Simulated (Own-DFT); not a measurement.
# Computed records: GaP (zincblende, atoms displaced)

All values are calculated (Own-DFT development build). A calculation, not a measurement: plane-wave PBE density functional theory by an unreviewed code, no spin, of a simulated periodic cell, stress positive in tension, free energy of the whole cell less one offset for each atom, forces on such cells passed a denser k mesh, this cell's mesh not checked; offsets are fitted by least squares, one for each functional and potential file, so energies compare only between cells with the same atoms and settings and are not formation energies; the far tail of each file's local potential was reset to the Coulomb form; each entry is a single point on an unrelaxed cell, so the pressure reflects the starting lattice, mostly measured values (interpolated for alloys), from which strain is counted, and rises with the displacements; printed positions are rounded, which can move forces by about a meV/angstrom; the program, named Own-DFT, is a retired in-house code; no spin-orbit coupling.

Settings shared by all entries: functional PBE; potential files PseudoDojo norm-conserving, scalar-relativistic, standard set; wave cutoff 42 hartree; occupations Fermi-Dirac; smearing width 0.1 eV; k mesh 2 x 3 x 3 centred on Gamma.

(1) GaP (zincblende, atoms displaced)

```
GaP
1.0
     16.3515     0.0000     0.0000
      0.0000    10.9010     0.0000
      0.0000     0.0000    10.9010
Ga P Ga P Ga P Ga P Ga P Ga P Ga P Ga P Ga P Ga P Ga P Ga P
4 4 4 4 4 4 4 4 4 4 4 4 4 4 4 4 4 4 4 4 4 4 4 4
Direct
  0.99877 0.00503 0.00613
  0.00941 0.25055 0.25444
  0.16932 0.99794 0.23503
  0.16244 0.25688 0.98521
  0.08589 0.11805 0.12645
  0.08071 0.37511 0.38699
  0.24283 0.12058 0.38902
  0.25211 0.37092 0.10876
  0.01248 0.99057 0.51093
  0.01197 0.26389 0.76218
  0.15663 0.00722 0.74226
  0.16904 0.25568 0.50379
  0.08792 0.10663 0.62244
  0.08991 0.36651 0.86700
  0.25394 0.13911 0.88219
  0.24998 0.36376 0.61812
  0.00121 0.49631 0.02331
  0.00914 0.76216 0.25465
  0.16153 0.50755 0.23865
  0.16765 0.74832 0.02165
  0.08358 0.62303 0.13385
  0.08189 0.87609 0.38062
  0.25624 0.60838 0.36401
  0.24292 0.89331 0.11701
  0.00479 0.50107 0.50605
  0.99549 0.74671 0.75526
  0.16708 0.51510 0.75246
  0.16222 0.74648 0.50277
  0.08929 0.61390 0.63962
  0.08326 0.87103 0.87095
  0.24043 0.63031 0.88953
  0.24543 0.86284 0.62827
  0.33585 0.98760 0.00550
  0.32711 0.26405 0.24338
  0.49187 0.02340 0.23579
  0.50353 0.25016 0.00821
  0.42138 0.12747 0.13342
  0.40967 0.37837 0.37741
  0.59207 0.11792 0.37632
  0.57818 0.36965 0.11762
  0.33328 0.99100 0.49988
  0.33826 0.23729 0.74796
  0.51131 0.99685 0.74307
  0.50713 0.27008 0.48261
  0.42037 0.12816 0.61291
  0.42246 0.37479 0.86427
  0.57965 0.11519 0.86454
  0.57032 0.37483 0.62576
  0.33041 0.50484 0.99931
  0.33161 0.73829 0.25644
  0.49210 0.48518 0.26116
  0.50095 0.74434 0.98854
  0.42014 0.61570 0.12531
  0.42089 0.89050 0.36906
  0.58072 0.63692 0.37619
  0.58894 0.86125 0.12622
  0.33610 0.50603 0.50144
  0.33281 0.75016 0.74839
  0.49834 0.50740 0.75073
  0.48871 0.76142 0.49388
  0.41977 0.61362 0.63269
  0.42026 0.87791 0.87870
  0.58708 0.62950 0.87313
  0.57773 0.87960 0.63946
  0.67172 0.98617 0.00008
  0.66985 0.25231 0.25777
  0.83129 0.00028 0.23173
  0.83040 0.23771 0.00150
  0.74868 0.12769 0.13135
  0.75074 0.37590 0.37213
  0.91324 0.13629 0.37744
  0.90764 0.38424 0.12962
  0.68007 0.00834 0.49283
  0.65935 0.23584 0.74575
  0.83726 0.00771 0.75182
  0.84576 0.24400 0.49500
  0.73360 0.13118 0.63593
  0.75723 0.36787 0.88355
  0.92109 0.12723 0.87475
  0.91174 0.37460 0.62948
  0.67392 0.50404 0.99645
  0.67866 0.75370 0.26338
  0.82971 0.48288 0.23880
  0.84038 0.74879 0.99821
  0.75082 0.64123 0.13264
  0.73941 0.86232 0.37019
  0.91814 0.62653 0.38102
  0.92010 0.88021 0.12560
  0.66590 0.49847 0.50867
  0.67032 0.75865 0.75049
  0.83157 0.49087 0.73851
  0.83178 0.74523 0.49811
  0.75101 0.61613 0.61973
  0.74462 0.88292 0.88540
  0.91976 0.62691 0.86946
  0.92257 0.88629 0.63835
```

Results for GaP (zincblende, atoms displaced): free energy of cell above offsets -34.797 eV; pressure 5.7 GPa; stress xx -5.6 GPa; stress yy -5.57 GPa; stress zz -5.93 GPa; stress yz -1.38 GPa; stress xz -0.61 GPa; stress xy 1.13 GPa.

Force:
```
element  x (eV/Å)  y (eV/Å)  z (eV/Å)
     Ga     0.492    -0.562    -1.212
     Ga    -1.278     0.057    -0.209
     Ga    -0.967     1.448     3.618
     Ga      1.31    -1.774     2.252
      P    -0.462     1.841     -0.71
      P     1.072     0.256    -1.225
      P      0.85     0.015    -2.065
      P    -1.703     0.785     0.631
     Ga    -2.851     0.421    -1.004
     Ga    -3.449    -3.066    -3.045
     Ga      3.55    -2.461     3.419
     Ga    -1.308    -1.234     -0.51
      P     -1.38     5.233    -1.072
      P     0.354     4.552     1.709
      P     -0.13    -2.328    -0.601
      P      1.22     2.164     1.927
     Ga      -0.5     0.041    -2.256
     Ga    -2.085    -1.248    -0.024
     Ga     1.944    -2.792     1.769
     Ga    -0.901     0.766    -1.595
      P    -1.245     1.791    -0.749
      P     1.952     0.043    -0.791
      P     -1.89     0.888     1.213
      P     1.888    -3.232     0.419
     Ga    -1.228     0.362     0.462
     Ga     1.385      0.68    -0.624
     Ga     2.404     -2.95      1.39
     Ga     0.689    -0.914    -0.358
      P    -2.823     2.533    -2.584
      P     0.012      0.22     1.314
      P     1.611         0    -0.808
      P     0.347     1.208     -0.27
     Ga     0.604     1.985    -0.894
     Ga     0.158    -1.779     1.211
     Ga     5.174    -4.473     3.652
     Ga    -1.026    -1.169    -2.419
      P    -4.605     3.411    -3.767
      P    -0.382        -1     0.052
      P    -1.603     1.066    -0.742
      P     2.182     1.651     1.999
     Ga    -0.335     0.558     0.635
     Ga      0.24     0.928    -0.499
     Ga    -4.196     2.132     1.216
     Ga    -0.706    -2.349    -0.144
      P      0.41    -0.675     0.115
      P    -1.097    -0.275     1.414
      P     0.864     1.058     3.101
      P       2.4     0.602     0.707
     Ga     1.076    -0.272    -0.826
     Ga     1.263     1.727    -1.248
     Ga     1.858      1.64    -1.295
     Ga     0.084      0.15     1.538
      P    -0.395     0.797    -0.166
      P    -1.314    -0.794    -0.789
      P    -0.035    -1.353     0.191
      P    -1.044     1.083     0.097
     Ga     -0.61    -0.908     0.897
     Ga     0.165    -0.432     0.931
     Ga     1.586    -0.753     1.213
     Ga     1.454    -0.691     1.202
      P    -1.605     2.563    -1.535
      P    -0.349    -0.251    -1.024
      P     0.437    -0.847    -0.623
      P     2.829    -3.058    -4.174
     Ga    -2.854      2.59     2.152
     Ga    -1.015     0.028    -0.737
     Ga     0.242    -0.234     2.152
     Ga      1.08     0.279     0.195
      P    -0.822    -0.252    -1.074
      P     0.103    -0.047       1.4
      P     2.636     -3.67    -2.316
      P     3.147    -3.529     -2.01
     Ga    -1.421     -1.23     0.809
     Ga    -1.931     3.427     2.233
     Ga    -1.413     0.137     0.388
     Ga    -3.357     2.092     2.316
      P     5.121    -1.871    -2.561
      P    -1.429     0.459    -1.454
      P      0.14       0.7     0.289
      P     2.464    -0.968    -0.715
     Ga    -0.612    -0.009     0.603
     Ga    -5.374    -3.815    -3.905
     Ga     -1.85     3.764     2.536
     Ga    -0.678     0.465      0.01
      P     0.985    -2.003    -1.081
      P     5.516     5.067     4.331
      P     0.468    -0.375    -1.046
      P     0.175     -0.97     0.021
     Ga    -1.285    -0.274    -1.131
     Ga    -0.219    -0.577     -0.26
     Ga    -0.484     0.952      1.97
     Ga     0.481     0.796     0.355
      P    -0.124     1.425     1.132
      P     3.863    -2.169    -2.733
      P    -0.856    -1.937       1.2
      P    -1.062    -1.265    -1.503
```

(2) GaP (zincblende, atoms displaced)

```
GaP
1.0
     16.3515     0.0000     0.0000
      0.0000    10.9010     0.0000
      0.0000     0.0000    10.9010
Ga P Ga P Ga P Ga P Ga P Ga P Ga P Ga P Ga P Ga P Ga P Ga P
4 4 4 4 4 4 4 4 4 4 4 4 4 4 4 4 4 4 4 4 4 4 4 4
Direct
  0.00211 0.98171 0.99459
  0.98972 0.25168 0.25640
  0.16788 0.99799 0.26254
  0.16424 0.24657 0.00614
  0.08474 0.12484 0.12193
  0.07712 0.37019 0.36410
  0.24763 0.12062 0.37174
  0.24809 0.36847 0.11548
  0.00217 0.99491 0.50087
  0.99510 0.24551 0.75484
  0.16827 0.00111 0.75390
  0.16682 0.25181 0.49328
  0.07122 0.12222 0.63498
  0.07194 0.36121 0.88084
  0.24423 0.11835 0.88411
  0.23754 0.38461 0.62678
  0.00675 0.50688 0.99083
  0.99970 0.74300 0.25888
  0.17442 0.51398 0.22828
  0.15807 0.75134 0.00487
  0.07067 0.63530 0.13038
  0.09408 0.88019 0.36068
  0.24486 0.61288 0.38436
  0.24046 0.87109 0.13138
  0.99718 0.51064 0.49051
  0.99957 0.74064 0.74346
  0.15765 0.49811 0.75575
  0.17364 0.74448 0.51857
  0.07656 0.62031 0.64559
  0.08155 0.87536 0.87577
  0.24382 0.62488 0.88820
  0.24644 0.87966 0.62106
  0.33659 0.00185 0.99961
  0.33179 0.25125 0.25497
  0.49403 0.98569 0.25186
  0.49811 0.25996 0.98020
  0.41075 0.14098 0.12488
  0.41511 0.37449 0.36720
  0.57684 0.12163 0.36864
  0.57331 0.36290 0.11801
  0.33458 0.99667 0.49324
  0.33306 0.25404 0.74947
  0.49811 0.00745 0.74940
  0.50969 0.25284 0.50494
  0.42323 0.13019 0.62593
  0.41173 0.37608 0.87226
  0.58864 0.13652 0.87153
  0.58438 0.37178 0.62340
  0.33087 0.48911 0.99012
  0.34078 0.74165 0.25579
  0.49210 0.50772 0.25521
  0.49359 0.75830 0.01061
  0.41454 0.62182 0.12977
  0.41900 0.87322 0.38053
  0.59585 0.59937 0.38766
  0.58914 0.87877 0.11401
  0.34731 0.49751 0.49571
  0.33001 0.76424 0.74744
  0.51634 0.50667 0.73036
  0.48630 0.75967 0.49902
  0.41262 0.63167 0.61417
  0.41684 0.87230 0.87563
  0.59195 0.64058 0.87554
  0.58796 0.86931 0.63294
  0.67306 0.99827 0.00975
  0.66003 0.25494 0.25188
  0.83092 0.00770 0.25759
  0.84154 0.24052 0.00562
  0.75015 0.11388 0.13366
  0.75435 0.36854 0.39088
  0.92426 0.13042 0.37226
  0.91904 0.38447 0.13142
  0.67889 0.01140 0.50957
  0.65650 0.24956 0.74457
  0.83253 0.00327 0.74577
  0.84220 0.25543 0.49745
  0.74676 0.11766 0.62538
  0.74131 0.37626 0.88571
  0.90973 0.12188 0.86494
  0.91963 0.37663 0.60566
  0.66369 0.49739 0.00993
  0.66225 0.76579 0.23775
  0.84217 0.49464 0.25146
  0.82408 0.74936 0.01659
  0.74898 0.63998 0.13001
  0.75078 0.88267 0.37729
  0.92553 0.61707 0.37288
  0.91206 0.89062 0.12400
  0.66982 0.50205 0.50168
  0.66521 0.74057 0.74651
  0.85578 0.49458 0.75471
  0.83146 0.74867 0.49810
  0.74064 0.63013 0.62314
  0.74528 0.87175 0.88008
  0.92181 0.64099 0.86938
  0.92143 0.88158 0.62659
```

**Q.** Estimate the stress xx of GaP (zincblende, atoms displaced) (entry 2).
**A.** -4.64 GPa

**Q.** GaP (zincblende, atoms displaced) (entry 2): stress yy?
**A.** -5.23 GPa

Further results for GaP (zincblende, atoms displaced) (entry 2):

* free energy of cell above offsets: -37.874 eV
* pressure: 5.09 GPa
* stress zz: -5.39 GPa
* stress yz: -0.21 GPa
* stress xz: 0.19 GPa
* stress xy: -0.05 GPa

Force:
```
element  x (eV/Å)  y (eV/Å)  z (eV/Å)
     Ga    -0.703     2.395     0.727
     Ga     2.089     0.578    -2.211
     Ga     0.896     1.908     -3.33
     Ga     -0.48    -0.182    -0.849
      P    -1.304     -0.76     1.103
      P     1.583     1.319     0.545
      P     1.047      0.89      0.98
      P     0.611     0.783     0.941
     Ga     0.633     0.177     -1.04
     Ga    -0.852     0.428    -0.889
     Ga    -1.155     0.278    -0.227
     Ga    -1.209    -0.047     0.633
      P     2.323    -0.047    -0.922
      P     1.729     0.734    -0.104
      P     1.179     0.841    -0.842
      P     2.053    -0.775    -0.486
     Ga    -1.237     0.191      0.65
     Ga    -0.531     2.936    -0.155
     Ga    -1.398    -0.793     0.772
     Ga     0.133     0.078     0.289
      P     2.164    -1.438    -1.449
      P    -3.057    -3.047     3.778
      P     1.327       0.6    -0.309
      P     2.115     0.054    -0.149
     Ga     2.789    -2.115     1.743
     Ga    -0.333     3.369     0.704
     Ga     0.461    -0.577     1.424
     Ga    -1.825    -0.845    -1.469
      P     1.444    -0.614     -3.41
      P     0.863     -1.32     -1.67
      P     0.221     0.203    -1.271
      P     1.025     0.939     0.738
     Ga    -0.945    -0.357      0.82
     Ga    -0.978     0.025    -0.336
     Ga     0.781     1.795     -1.41
     Ga    -0.165    -1.318     0.691
      P     1.367    -1.688     -0.56
      P     0.856     -0.86     1.071
      P     1.035     -0.27     0.883
      P      0.64      1.98      1.22
     Ga    -0.136     1.121     0.843
     Ga    -1.372    -0.549    -0.321
     Ga     1.366    -0.926     0.569
     Ga    -1.477    -0.725     -1.57
      P     -1.57     0.043    -0.687
      P     1.279     0.972      -1.7
      P    -1.416    -2.301     1.462
      P     1.081     0.626    -1.001
     Ga    -0.348     0.997     0.961
     Ga    -2.377     0.598     0.316
     Ga     2.165    -0.813      0.01
     Ga     0.826    -0.949    -0.799
      P    -0.057    -0.025    -1.375
      P    -1.796     0.664    -1.881
      P    -4.242     4.253    -4.019
      P    -2.911     0.336     0.755
     Ga    -2.587     -0.35     0.236
     Ga    -0.283    -1.413     0.496
     Ga    -1.944     1.594      2.02
     Ga      4.02    -1.564     1.672
      P     0.452    -0.241     2.056
      P    -0.038     0.942    -0.121
      P    -2.438    -2.212     1.632
      P     -1.35     1.338    -1.334
     Ga    -0.043     1.067    -1.855
     Ga     0.697    -0.493    -0.059
     Ga     1.015    -0.319     0.515
     Ga    -1.481     0.851     0.259
      P    -0.163      2.42    -0.189
      P    -0.883     0.843    -2.031
      P    -1.928    -2.097     1.656
      P     0.435    -1.126    -2.241
     Ga    -3.614      -2.7    -2.705
     Ga      2.64     0.513     0.185
     Ga     -0.85     -1.35     0.345
     Ga    -1.015     -2.18     0.067
      P     2.453     3.723     1.997
      P     2.013    -0.718    -1.137
      P     1.148    -0.068     1.399
      P     1.071     0.427     2.266
     Ga    -0.263     0.706     0.058
     Ga     0.971    -1.406      2.58
     Ga    -2.285     0.876     0.804
     Ga     2.145     1.842    -2.272
      P    -0.877    -3.233     1.643
      P     -0.25    -0.746    -0.259
      P    -3.152     2.185    -0.362
      P      0.14     -1.82     0.895
     Ga     2.252    -2.635     2.173
     Ga     0.881     1.979     0.266
     Ga    -2.543    -0.006    -0.057
     Ga     0.281     0.072     0.254
      P      2.95    -0.982     0.064
      P     0.846     0.008    -1.018
      P    -1.547    -1.214     2.251
      P    -1.085    -1.286     -0.34
```
